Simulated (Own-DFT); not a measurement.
## Calculated data, Al₁₆O₂₃ (corundum with two vacancies, atoms displaced)

All values are calculated (Own-DFT development build). A calculation, not a measurement: plane-wave PBE density functional theory by an unreviewed code, no spin, of a simulated periodic cell, stress positive in tension, free energy of the whole cell less one offset for each atom, defect cell not probed for a lower state with spin; oxygen file: force components 24 meV/angstrom off all-electron in one glass; forces on such cells passed a denser k mesh, this cell's mesh not checked; offsets are fitted by least squares, one for each functional and potential file, so energies compare only between cells with the same atoms and settings and are not formation energies; the far tail of each file's local potential was reset to the Coulomb form; each entry is a single point on an unrelaxed cell, so the pressure reflects the starting lattice, mostly measured values, from which strain is counted, and rises with the displacements; printed positions are rounded, which can move forces by about a meV/angstrom; the program is a retired in-house code; no spin-orbit coupling; before rounding, a Quantum ESPRESSO 7.3.1 run of the same cell and cutoff gave forces within 1 meV/angstrom rms on each cell, which checks the program and not the settings.

Settings shared by all entries: functional PBE; potential files PseudoDojo norm-conserving, scalar-relativistic, standard set; wave cutoff 72 hartree; occupations Fermi-Dirac; smearing width 0.1 eV; k mesh 3 x 3 x 3 centred on Gamma.

(1) 
```xyz
78
Lattice="5.4940 0.0000 8.6604 -2.7470 4.7579 8.6604 -2.7470 -4.7579 8.6604" Properties=species:S:1:pos:R:3:force_x:R:1:force_y:R:1:force_z:R:1 formula=Al16O23 free_energy_of_cell_above_offsets=-49.801 pressure=8.89 stress_xx=-9.08 stress_yy=-9.38 stress_zz=-8.21 stress_yz=-0.45 stress_xz=-0.09 stress_xy=-1.25
Al     0.0377    -0.0470     4.5421     -1.118      0.681      0.843
Al     0.0501     0.0586     8.3652     -0.471     -1.733      0.545
Al    -0.1099     0.0310    11.0297      1.186     -0.965     -0.256
Al     0.0673    -0.0834     1.8853       0.02      4.308      0.887
O     -0.1522     1.5744     7.5291      0.639      1.839     -0.041
O      1.4367    -0.6711     7.5092       0.85     -1.225     -0.132
O     -1.3887    -0.9465     7.5905     -0.104      0.274     -0.286
O      0.1374    -1.7628     5.4426     -0.448      1.879     -1.176
O     -1.5696     0.7431     5.3821      1.135      -0.53     -0.024
O      1.3485     0.9104     5.3790      1.102      0.396       0.36
Al    -1.3584    -2.3246     8.8721      0.436     -1.207      0.794
Al    -1.3347    -2.3257    12.6847      -1.56     -2.008       1.05
Al    -1.3967    -2.3269    15.3573     -0.156     -1.473     -0.075
Al    -1.3898    -2.3410     6.2409       0.96     -0.546      0.344
O     -1.4849    -0.7893    11.8958      -0.25      1.917     -0.361
O      0.1179    -3.1026    11.9347      0.369      0.515      0.216
O     -2.7714    -3.3142    11.8452     -0.254     -0.168      0.017
O     -2.8231    -1.7210     9.7493     -0.803      1.235       0.17
O     -0.0250    -1.4241     9.7250      0.603     -0.529      0.632
Al    -1.4069     2.3842     8.9874      1.643      -0.38      -1.71
Al    -1.3306     2.3151    12.6841      0.178       1.21       1.59
Al    -1.3392     2.3832    15.3961     -1.197      0.965     -0.429
Al    -1.3830     2.3675     6.3451      0.393     -0.678     -1.622
O     -1.4558     4.0668    11.9083     -0.574     -1.344       0.33
O      0.1458     1.7005    11.8178     -0.748      -1.22      0.295
O     -2.6963     1.3869    11.9409     -1.092      1.088     -1.553
O     -1.2521     0.6999     9.6967     -1.195      0.667      0.706
O     -2.7680     3.1388     9.7997     -2.145     -2.396      -0.77
O      0.0307     3.2970     9.7126      0.624      -0.69      0.586
Al    -2.8006     0.0215    13.2862      0.344     -0.643       0.56
Al    -2.7057     0.0098    17.1654     -0.444       0.45      0.122
Al    -2.7523     0.0539    19.8124      -0.28     -0.358     -1.704
Al    -2.8852     0.0330    10.6319      2.543     -1.846     -0.667
O     -2.8633     1.6617    16.2931      0.051     -0.368     -0.242
O     -1.2355    -0.7154    16.2144     -0.423      0.055      0.498
O     -4.0835    -0.9446    16.3200     -0.593      0.656     -1.026
O     -2.6622    -1.7382    14.0195     -0.126      1.648      0.658
O     -4.3503     0.7697    14.0854      1.934      -0.67     -0.974
O     -1.4576     0.9617    14.1222      1.421     -1.614     -0.505
Al     2.7594     0.0767     8.8975     -0.199     -2.364     -1.146
Al     2.6725    -0.0104    12.7120      1.879      0.004      1.242
Al     2.7444    -0.0183    15.4893      0.426       0.85     -1.484
Al     2.8153     0.0355     6.3154     -2.424     -1.198     -0.702
O      2.5635     1.6589    11.9795      1.284      0.305      -1.99
O      4.2204    -0.8374    11.8915      0.361       1.71      0.051
O      1.3364    -0.8939    11.9115     -0.412     -0.162      0.163
O      2.7722    -1.6230     9.7692      2.031     -0.662     -0.465
O      1.3189     0.6094     9.6691     -1.675      2.861      2.148
O      4.0508     0.9404     9.6600      1.652      -0.03       2.07
Al     1.4288    -2.3723    13.2740     -0.528     -0.122      0.244
Al     1.3937    -2.4033    17.0517       0.03     -0.016       0.25
Al     1.2775    -2.3559    19.6765      3.003     -1.266      1.296
Al     1.3714    -2.3829    10.6374     -1.143     -0.103     -0.965
O      1.2613    -0.7385    16.3082      0.281      0.385     -1.153
O      2.7925    -3.1648    16.1473      0.727      2.099      1.489
O     -0.0090    -3.3579    16.2625     -0.394      2.281      -0.67
O      1.4502    -4.0149    14.1721      0.854       0.28     -1.733
O     -0.1340    -1.5916    14.1027      1.017     -0.907     -0.732
O      2.8835    -1.4467    13.9790     -2.581      0.153      0.591
Al     1.4591     2.3855    13.2633     -2.183      0.137      0.464
Al     1.2927     2.3637    17.1237      0.649      0.809     -2.074
Al     1.4027     2.4278    19.6287     -1.133     -0.986      2.091
Al     1.4454     2.3324    10.5840     -1.537      0.537     -0.866
O      1.2010     3.9962    16.2947      1.281     -0.113     -0.448
O      2.8578     1.6935    16.1772     -1.189     -0.162      2.287
O     -0.0272     1.4655    16.2218      0.575     -0.081      0.568
O      1.4844     0.8148    14.1611     -0.431     -1.562     -0.608
O     -0.1092     3.0944    14.0339      0.591      0.118      0.262
O      2.7843     3.2473    14.0391      0.312      1.894      0.564
Al    -0.0491     0.1007    17.5381     -1.292     -1.555      0.314
Al    -0.0429    -0.0503    21.3488       0.14      0.974      0.962
Al     0.0763     0.0500    24.0083     -1.123      -2.17      0.867
Al     0.0348     0.0134    14.8920     -0.935      0.565      0.297
O     -0.1604     1.6438    20.6071      0.967      -0.16     -0.895
O      1.5277    -0.6599    20.6255     -1.463     -1.203     -0.983
O     -1.4414    -0.9024    20.5704      1.492     -0.246      0.178
O      0.2200    -1.5823    18.4539     -2.192     -0.159     -0.183
O      1.3504     0.8772    18.3353      0.831      2.075      1.048
```

Units: free_energy_of_cell_above_offsets in eV; pressure, stress_xx, stress_yy, stress_zz, stress_yz, stress_xz, stress_xy in GPa; force_x, force_y, force_z in eV/Å.

(2) 
```xyz
78
Lattice="5.4940 0.0000 8.6604 -2.7470 4.7579 8.6604 -2.7470 -4.7579 8.6604" Properties=species:S:1:pos:R:3:force_x:R:1:force_y:R:1:force_z:R:1 formula=Al16O23 free_energy_of_cell_above_offsets=-50.792 pressure=8.25 stress_xx=-8.25 stress_yy=-8.72 stress_zz=-7.78 stress_yz=0.26 stress_xz=0 stress_xy=0.27
Al    -0.0014    -0.0162     4.5723     -0.666      0.239      0.934
Al    -0.0014     0.0088     8.4691      0.117     -0.994     -1.104
Al    -0.0237     0.0799    11.1126     -0.679     -1.284     -0.222
Al    -0.0411     0.0037     1.9509      0.707     -0.081     -1.324
O     -0.1017     1.6544     7.5939      0.278     -0.522     -0.477
O      1.5711    -0.7276     7.5310     -1.715      0.569      1.743
O     -1.3776    -0.9938     7.5986      0.114      1.393     -0.681
O      0.0396    -1.5882     5.4772      0.906     -0.257     -1.206
O      1.3731     0.9378     5.4156     -0.311     -0.193     -0.184
Al    -1.4306    -2.3750     8.8503      1.988     -1.759      0.053
Al    -1.4220    -2.4450    12.7278      0.328      2.164      0.966
Al    -1.3983    -2.3657    15.3952      0.332      0.319      0.311
Al    -1.3667    -2.3525     6.2709     -1.325     -0.703     -0.401
O     -1.5621    -0.7366    11.9075      1.579     -0.312     -1.011
O      0.0462    -3.0642    11.8649      1.309       0.08      0.635
O     -2.7345    -3.3217    11.8842     -0.691     -0.171      -0.08
O     -1.2351    -4.1181     9.7207     -0.519      1.066      0.367
O     -2.7772    -1.6823     9.6464     -3.126      1.646       2.69
O     -0.0286    -1.5306     9.6989      1.352      0.861      0.696
Al    -1.3080     2.3757     8.9010     -0.862      0.867     -0.357
Al    -1.4036     2.3873    12.7264      0.402     -0.231      0.988
Al    -1.4148     2.3659    15.4614      1.482      0.317     -1.711
Al    -1.3506     2.3737     6.2610      0.055     -0.016     -0.044
O     -1.4310     4.0815    11.9557     -1.373     -0.572     -0.439
O      0.1326     1.6914    11.9685     -0.491     -0.584     -1.696
O     -2.7802     1.3298    11.8161      0.883      3.075      0.658
O     -1.2851     0.7031     9.5888     -0.662     -0.131      2.519
O     -2.9378     3.1196     9.7102      2.298      0.408      1.087
O      0.0616     3.2921     9.7643     -0.126      0.079       0.35
Al    -2.7666     0.0050    13.1534      0.457     -0.175      1.806
Al    -2.6834     0.0005    17.0905     -1.603      0.085     -0.204
Al    -2.6948     0.0934    19.7277     -1.568     -1.861     -0.256
Al    -2.8516     0.0017    10.4822      2.307     -0.862      0.372
O     -2.8259     1.6340    16.2027     -1.112     -0.453      1.016
O     -1.2994    -0.7225    16.2376      0.873      0.273      0.205
O     -4.0472    -0.9370    16.2954     -0.947     -0.074     -0.525
O     -2.5759    -1.5843    14.1031     -1.139     -1.287     -0.177
O     -4.2342     0.6745    14.1358     -0.007      1.193     -0.286
O     -1.4662     0.9459    14.0075      0.841     -0.271      0.598
Al     2.7188    -0.0020     8.9732      0.191      0.507     -0.974
Al     2.7572     0.0420    12.8064     -0.587     -0.981      0.524
Al     2.7905     0.0065    15.3472      -0.82     -0.017      0.759
Al     2.7149     0.0570     6.2927      0.747     -1.478     -0.202
O      2.6273     1.6503    11.9270      0.621      0.732      -0.33
O      4.1468    -0.7516    11.9247      1.545      0.246     -0.159
O      1.3489    -0.8671    11.9354      0.325     -1.057      -0.34
O      2.9828    -1.6351     9.8082     -2.962      0.106      0.085
O      1.1887     0.7643     9.7513      0.982     -0.482       0.35
O      4.0903     0.9617     9.6930      0.513     -0.586      1.971
Al     1.3208    -2.4560    13.1828      0.078      1.987      1.758
Al     1.3234    -2.3834    17.0980      0.857      1.066     -0.358
Al     1.4249    -2.3363    19.8047      -0.83     -0.083     -0.797
Al     1.4257    -2.4038    10.6153     -0.854      2.047     -0.653
O      1.1989    -0.6228    16.2728      1.059     -1.352     -0.399
O      2.8086    -3.1444    16.3156      0.703     -0.066     -1.189
O      0.0094    -3.2531    16.3065      -1.61     -0.657     -1.281
O      1.4841    -4.0199    14.1364      -0.63      0.249     -0.639
O     -0.1777    -1.6736    14.0943      1.403     -0.166     -0.738
Al     1.3704     2.3539    13.2096     -0.361       1.49      1.605
Al     1.3787     2.4732    17.1161     -0.081     -1.364     -1.831
Al     1.4091     2.3662    19.7163     -0.207     -0.086      0.727
Al     1.4127     2.4315    10.6287     -0.522     -0.266     -0.518
O      1.2395     4.0530    16.2172      0.282     -0.027      0.452
O      2.8342     1.6491    16.2742       0.46     -0.036     -0.539
O     -0.0128     1.4843    16.2302     -0.209      0.148      0.876
O      1.4148     0.7786    14.0566      0.916     -0.906      0.147
O     -0.1638     3.0215    14.0260      0.278       1.71      1.003
O      2.7747     3.3125    14.1543     -0.955     -0.479     -1.222
Al    -0.0359     0.0490    17.5899      0.832     -0.199     -1.327
Al    -0.0626     0.0751    21.4692      1.493     -2.839      1.474
Al     0.0156    -0.0220    24.0781      0.387      0.077       0.75
Al    -0.0203    -0.0206    14.8632     -0.451       0.75      0.705
O     -0.0699     1.5931    20.6916     -0.769      2.711     -2.275
O      1.5306    -0.7046    20.6821     -2.229     -1.625     -2.195
O     -1.4047    -0.8440    20.6473      0.616     -0.616     -0.622
O      0.1049    -1.6357    18.3912      0.414      0.587      1.115
O     -1.4861     0.7598    18.4684      0.793     -0.281     -0.557
O      1.3437     0.9644    18.4507     -1.106     -0.605     -0.758
```

Units: free_energy_of_cell_above_offsets in eV; pressure, stress_xx, stress_yy, stress_zz, stress_yz, stress_xz, stress_xy in GPa; force_x, force_y, force_z in eV/Å.

(3) 
```xyz
78
Lattice="5.4940 0.0000 8.6604 -2.7470 4.7579 8.6604 -2.7470 -4.7579 8.6604" Properties=species:S:1:pos:R:3:force_x:R:1:force_y:R:1:force_z:R:1 formula=Al16O23 free_energy_of_cell_above_offsets=-50.467 pressure=8.3 stress_xx=-9.5 stress_yy=-7.98 stress_zz=-7.42 stress_yz=0.3 stress_xz=0.35 stress_xy=0.18
Al    -0.0135    -0.0640     4.6521     -0.197      0.936      -0.67
Al     0.0693     0.0452     8.5279     -0.885     -0.063     -0.731
Al    -0.0226    -0.0626    11.0826     -0.438       1.73      0.036
Al     0.0473    -0.0905     1.9666     -1.011      1.748     -1.246
O     -0.1100     1.5762     7.5769      0.542      1.473     -0.513
O      1.5467    -0.7007     7.5387     -0.886      -0.25      0.441
O     -1.3745    -0.9027     7.6140     -0.206      0.358     -0.332
O      0.0819    -1.6594     5.4996      0.832      0.054     -1.533
O     -1.3953     0.7254     5.4356     -1.585      0.298      0.245
O      1.3360     0.9083     5.4628      0.694      0.625     -0.917
Al    -1.4098    -2.3702     8.9094      0.429      0.686     -1.241
Al    -1.3264    -2.4473    12.7991     -1.565      1.351     -1.753
Al    -1.3112    -2.3922    15.3851     -1.147      0.353      1.741
Al    -1.3869    -2.4119     6.2226     -0.474      0.685      2.014
O     -1.5207    -0.6364    11.9408      0.786     -2.458      0.377
O      0.1186    -3.1078    11.8915      -0.64     -0.317      0.567
O     -2.8462    -3.3667    11.8111      3.224      0.452      2.163
O     -1.2209    -4.0144     9.6233     -1.972     -0.736      2.678
O     -2.8627    -1.5644     9.6853     -0.103     -1.544      0.118
O      0.0066    -1.4317     9.6741      0.187     -0.679      1.157
Al    -1.3705     2.4416     8.8488      0.223     -2.597      1.315
Al    -1.4042     2.4156    12.7635      1.304     -1.495     -0.486
Al    -1.4426     2.3463    15.4333      1.551      0.211      0.776
Al    -1.3699     2.3418     6.2620      0.112      0.198      0.173
O     -1.4365     4.0679    11.9023     -1.192     -0.748      0.817
O      0.1524     1.6408    11.9122     -0.778      0.479      0.015
O     -2.6755     1.3977    11.9350     -1.455      2.195      0.026
O     -2.8572     3.0618     9.7749      0.712      0.805      1.092
O     -0.0234     3.3466     9.6765      0.715     -0.796      1.737
Al    -2.7558     0.0165    13.3536      1.352     -0.037     -2.533
Al    -2.7801    -0.0217    17.1267      0.849      1.386     -1.143
Al    -2.7757    -0.0361    19.6988      1.929       1.05     -0.322
Al    -2.7612     0.0153    10.5543      0.255      0.981       0.41
O     -2.8888     1.6024    16.2000       0.23      0.086     -0.212
O     -1.2581    -0.7008    16.3415      0.099     -1.387     -2.034
O     -4.0985    -0.9742    16.3154     -0.656      1.372     -2.479
O     -2.6129    -1.6065    14.1265      0.117     -0.899      0.142
O     -4.2119     0.7726    14.0201     -1.232     -1.274      0.533
O     -1.2580     0.9391    14.0734     -1.969     -0.068     -0.033
Al     2.7299     0.0444     8.8945     -0.019     -0.687      0.708
Al     2.7609    -0.0331    12.7416     -1.317       1.45     -0.197
Al     2.6945     0.0332    15.3452      1.504     -0.233      1.544
Al     2.7281    -0.0150     6.2369      0.561     -0.643      1.166
O      2.6552     1.6701    11.8921     -0.187      -0.93      0.491
O      4.2194    -0.6868    11.9836      1.045     -2.043     -0.666
O      1.3378    -0.8892    11.9260      0.712     -1.013     -0.401
O      2.9011    -1.6457     9.7102     -1.083       0.48      1.287
O      4.1123     0.8346     9.7569      0.698      1.334     -0.033
Al     1.3296    -2.4390    13.3211      2.086      1.602     -2.325
Al     1.3742    -2.3107    17.0957      0.624     -0.814     -0.048
Al     1.3839    -2.4317    19.7035     -1.028       1.01     -0.037
Al     1.3388    -2.3848    10.5365       1.09       0.55      0.316
O      1.2379    -0.6409    16.2529      0.348     -1.234     -0.424
O      2.9142    -3.1290    16.2372     -1.353      0.155     -0.042
O      0.0110    -3.2931    16.3155     -0.164      1.001     -1.286
O      1.4701    -3.9488    14.1460      0.067     -2.178      0.065
O     -0.0227    -1.6128    14.0428     -2.411     -0.485      1.361
O      2.7602    -1.4641    14.1161     -0.549     -0.063     -0.824
Al     1.3315     2.4122    13.3026     -0.673     -2.065     -2.242
Al     1.4587     2.4069    17.1758     -2.499     -0.233     -0.679
Al     1.3281     2.4076    19.8346      0.444         -1     -1.223
Al     1.3455     2.3716    10.5587      0.543     -1.169      0.307
O      1.3109     4.0466    16.2717     -0.566     -0.131     -0.447
O      2.8499     1.7880    16.2513      0.342     -2.202     -1.259
O     -0.0070     1.4897    16.2940     -0.074      0.007     -0.966
O      1.5223     0.6872    14.0495     -0.369       0.69      0.456
O     -0.1628     3.1082    14.0592      0.208      0.731      0.045
O      2.6315     3.2449    14.0567      2.916       1.98      1.523
Al     0.0039    -0.0330    17.5263     -0.522      2.214       1.19
Al    -0.0059    -0.0340    21.3985      0.732      0.019     -1.036
Al    -0.0214    -0.0505    24.0748      0.439      0.698      0.683
Al    -0.0266     0.0014    14.9344      1.075      0.911      0.453
O     -0.1272     1.6252    20.5499     -0.546      0.186      0.886
O      1.4977    -0.7216    20.5107     -0.358     -0.202      1.303
O     -1.3248    -0.9620    20.5567     -1.575      1.119     -0.187
O      0.1545    -1.5671    18.4728     -0.499     -1.172     -0.905
O     -1.5874     0.8078    18.3641       1.31     -1.337      0.311
O      1.2900     0.9605    18.4006        1.3      -0.47      0.735
```

Units: free_energy_of_cell_above_offsets in eV; pressure, stress_xx, stress_yy, stress_zz, stress_yz, stress_xz, stress_xy in GPa; force_x, force_y, force_z in eV/Å.
